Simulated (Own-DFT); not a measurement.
# A change of arrangement and its cost: In48P48, 96 atoms

Calculated results; nothing here was measured. The program, named Own-DFT, is a retired in-house plane-wave density functional code that no person has reviewed. Each row is one single-point run on a periodic cell that was not relaxed, without spin or spin-orbit coupling.

Settings of every run: PBE; PseudoDojo norm-conserving scalar-relativistic files; cutoff 36 hartree; 2 x 3 x 3 k mesh centred on Gamma; Fermi-Dirac smearing of 0.1 eV.

Known limits, some of them of some rows only: not probed for a lower state with spin; forces on such cells failed a check on a denser k mesh; forces not confirmed at this smearing and k mesh; stress not checked against mesh or cutoff.

All cells hold the same atoms in the same cell, with vectors in Å (17.606, 0.000, 0.000); (0.000, 11.737, 0.000); (0.000, 0.000, 11.737). Every atom was moved at random from its ideal site; u is the rms move along one axis. The defect's site can differ from row to row. E is the free energy of the cell above the lowest run. The arrangements:

- A: zincblende InP
- B: zincblende InP, with one In on a P site and one P on an In site, 2.5 Å apart

```
arrangement   u (Å)  E (eV)  P (GPa)
          A  0.0196   0.000     3.20
          A  0.0203   0.073     3.21
          A  0.0208   0.076     3.21
          A  0.0493   2.692     3.56
          A  0.0500   3.068     3.57
          A  0.0503   3.291     3.63
          B  0.0297   4.591     3.49
          B  0.0301   4.804     3.53
          B  0.0321   4.689     3.50
          B  0.0510   7.483     3.87
          B  0.0522   7.808     3.98
          B  0.0524   7.303     3.87
```

Question: once the cost of the random moves is taken out, how do the arrangements rank?

## Worked answer

Fit E = a + b u², with one b for all and one a for each arrangement, and with residuals divided by u², since the noise grows with the moves. Then b = 1492 eV/Å², the scatter at u = 0.04 Å is 0.18 eV, and against A:

- B: 3.89 ± 0.08 eV (higher)

These are energies of unrelaxed cells. Relaxing the atoms lowers the strained arrangements most, so the gaps would shrink and small ones could change sign.
